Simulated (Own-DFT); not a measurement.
# Response to strain: hcp Hf, 36 atoms (Hf36)

Calculated results; nothing here was measured. They come from Own-DFT, an in-house plane-wave density functional program, since retired, whose code no person has reviewed. Each row is one single-point run on a periodic cell that was not relaxed, without spin or spin-orbit coupling.

Settings of every run: PBE; PseudoDojo norm-conserving scalar-relativistic files; cutoff 42 hartree; 4 x 4 x 4 k mesh centred on Gamma; cold (Marzari-Vanderbilt) smearing of 0.2 eV.

Known limits: hafnium file: forces about 75 meV/angstrom off all-electron values; forces on such cells passed a denser k mesh, each cell not checked; stress not checked against mesh or cutoff.

Unstrained cell vectors in Å: (9.589, 0.000, 0.000); (-4.795, 8.305, 0.000); (0.000, 0.000, 10.102). The unstrained cell has measured lattice constants (interpolated for alloys), not those of this functional. That, the random moves and any unrelaxed bonds set the pressure at no strain. Each run strains this cell uniformly, with the atoms carried along. Every atom was also moved at random, by a Gaussian of width 0.05 Å on each axis. Strain is the symmetric tensor, in per cent. Stress is positive in tension, and the pressure is minus a third of its trace.

```
run  e_xx (%)  e_yy (%)  e_zz (%)  e_yz (%)  e_xz (%)  e_xy (%)  s_xx (GPa)  s_yy (GPa)  s_zz (GPa)  s_yz (GPa)  s_xz (GPa)  s_xy (GPa)  P (GPa)  E (meV/atom)
  1     -1.35      1.88     -0.63      1.41      1.85      0.49       -2.98        0.85       -2.44        1.38        1.95        0.37     1.52           7.7
  2      0.18     -0.82     -0.21     -1.05      0.07     -1.29       -1.47       -3.16       -2.63       -1.15       -0.07       -1.77     2.42           7.9
  3     -1.78      0.66      0.18     -1.02      1.63      0.60       -4.62       -0.62       -2.06       -1.09        1.74        0.91     2.43           8.5
  4      1.57     -0.22      0.67     -0.49      0.88      0.95        1.75       -0.10        0.70       -0.62        0.91        1.42    -0.78           4.3
  5     -0.26     -1.99      1.35     -0.06     -1.65     -0.41       -1.77       -4.86       -0.70        0.07       -1.47       -0.49     2.45          13.7
  6      1.02      0.94      1.42      1.82     -1.88     -1.69        2.16        1.92        2.41        1.63       -1.75       -2.00    -2.16           9.6
  7      1.51      1.23     -0.02      0.61     -0.69      0.44        2.17        2.12        0.27        0.63       -0.69        0.86    -1.52           0.0
  8     -1.21      1.28      1.80     -0.64      1.52      0.99       -2.15        2.18        1.87       -0.52        1.62        1.26    -0.63           7.9
  9      1.75      1.27     -1.22     -1.32     -0.74      0.30        1.83        1.33       -2.19       -1.37       -0.84        0.38    -0.33          10.3
 10     -0.96     -1.50      1.90      0.43     -0.31      0.20       -2.65       -3.62        0.52        0.44       -0.26        0.07     1.92           4.3
 11     -0.19      1.33      1.35     -0.97      1.93      1.27        0.01        1.83        1.62       -0.99        1.94        1.99    -1.16          16.1
 12     -1.00      0.85     -0.47     -0.85     -0.41     -0.72       -3.07       -0.64       -2.76       -0.76       -0.41       -0.81     2.16           6.2
 13     -0.09      0.53      0.55     -1.92     -1.68     -1.66       -0.54       -0.25       -0.40       -1.94       -1.71       -2.27     0.39          16.0
 14      0.43      1.63      1.25      1.97      0.60      1.95        1.50        2.51        2.20        1.79        0.50        2.22    -2.07          12.2
 15     -1.30     -0.41      0.67      0.80     -1.15      1.20       -3.81       -2.45       -1.66        0.86       -1.22        1.47     2.64          15.1
 16      0.42      1.54     -1.72      1.50      0.46      0.31           ?           ?           ?           ?           ?           ?        ?             ?
```

E is the free energy for each atom above the lowest run shown.

## Worked fit

Each stress component was fitted by least squares to a constant and the strains of the runs shown, as fractions, with shears doubled. Shear strains stay in the fit of a normal stress only where such slopes are resolved. The slopes, in GPa:

```
stress,at no strain,per e_xx,per e_yy,per e_zz,scatter
s_xx,-1.3,194 ± 6,54 ± 6,65 ± 8,0.27
s_yy,-1.4,57 ± 7,199 ± 7,68 ± 9,0.31
s_zz,-1.7,68 ± 3,69 ± 3,198 ± 4,0.12
```

Each shear stress against twice its own strain: yz 48 ± 1, xz 51 ± 2, xy 64 ± 4 GPa. These are stiffnesses along x, y and z of the frame in which the cell vectors are given, which need not be the crystal's axes. The atoms are held to the strained lattice; where symmetry lets them move under strain, relaxing them would lower some slopes. The table should be nearly symmetric about its diagonal, and what it lacks of that shows the noise. A ninth of its sum, 108 ± 1 GPa, estimates the bulk modulus near the mean pressure of these runs, 0.5 GPa.

## Withheld run

Question: what normal stresses and pressure should run 16 give?

The fit gives s_xx = -0.8, s_yy = 0.7, s_zz = -3.8 and P = 1.3 GPa. The calculation gave -0.63, 0.68, -3.85 and P = 1.26 GPa.
